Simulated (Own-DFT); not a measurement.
# One host, several defects: zincblende GaAs

No measurement is shown. These are fixed-geometry runs of a retired plane-wave code named Own-DFT, which no person has reviewed; spin and spin-orbit coupling are neglected.

All runs used: PBE; PseudoDojo norm-conserving scalar-relativistic files; cutoff 42 hartree; 3 x 3 x 3 k mesh centred on Gamma; Fermi-Dirac smearing of 0.1 eV.

Keep in mind (not all hold for every row): not probed for a lower state with spin; forces not confirmed at this smearing and k mesh; stress not checked against mesh or cutoff.

All runs share one cell, with vectors in Å (11.737, 0.000, 0.000); (0.000, 11.737, 0.000); (0.000, 0.000, 10.919) and a volume of 1504.3 Å³, strained against the parent crystal. Atoms were moved at random from their sites; u is the rms move along one axis. The defect's site can differ from row to row.

```
cell,formula,u (Å),P (GPa)
no defect,As32Ga32,0.0307,0.73
no defect,As32Ga32,0.0322,0.79
no defect,As32Ga32,0.0487,0.99
one As vacancy and one Ga vacancy,As31Ga31,0.0307,0.50
one As vacancy and one Ga vacancy,As31Ga31,0.0479,0.69
one As vacancy and one Ga vacancy,As31Ga31,0.0510,0.79
one In on a Ga site,As32Ga31In,0.0290,?
one In on a Ga site,As32Ga31In,0.0325,1.39
one In on a Ga site,As32Ga31In,0.0501,1.71
one In on a Ga site,As32Ga31In,0.0551,1.71
one P on an As site,As31Ga32P,0.0298,0.54
one P on an As site,As31Ga32P,0.0494,0.90
one P on an As site,As31Ga32P,0.0496,0.82
one Al on a Ga site,AlAs32Ga31,0.0258,0.69
one Al on a Ga site,AlAs32Ga31,0.0331,0.76
one Al on a Ga site,AlAs32Ga31,0.0482,1.03
```

## What the rows give

P = P0 + c u² + a shift for each defect gives P0 = 0.57 GPa, c = 186 ± 13 GPa/Å² and a scatter of 0.04 GPa. The shifts, and each times the cell's volume:

- one In on a Ga site: 0.63 ± 0.03 GPa, 5.9 eV
- one Al on a Ga site: 0.00 ± 0.03 GPa, 0.0 eV (not resolved)
- one P on an As site: -0.18 ± 0.03 GPa, -1.7 eV
- one As vacancy and one Ga vacancy: -0.27 ± 0.03 GPa, -2.5 eV

Against the defect-free cell, a freed cell would be larger where the shift is positive and smaller where it is negative (160.2 GPa Å³ is 1 eV). The atoms around the defects weren't relaxed, which would change these numbers.

## Prediction

Asked: what pressure belongs in the blank (one In on a Ga site, u = 0.0290 Å)?

The fitted form gives 1.35 ± 0.05 GPa. The calculation gave 1.33 GPa.
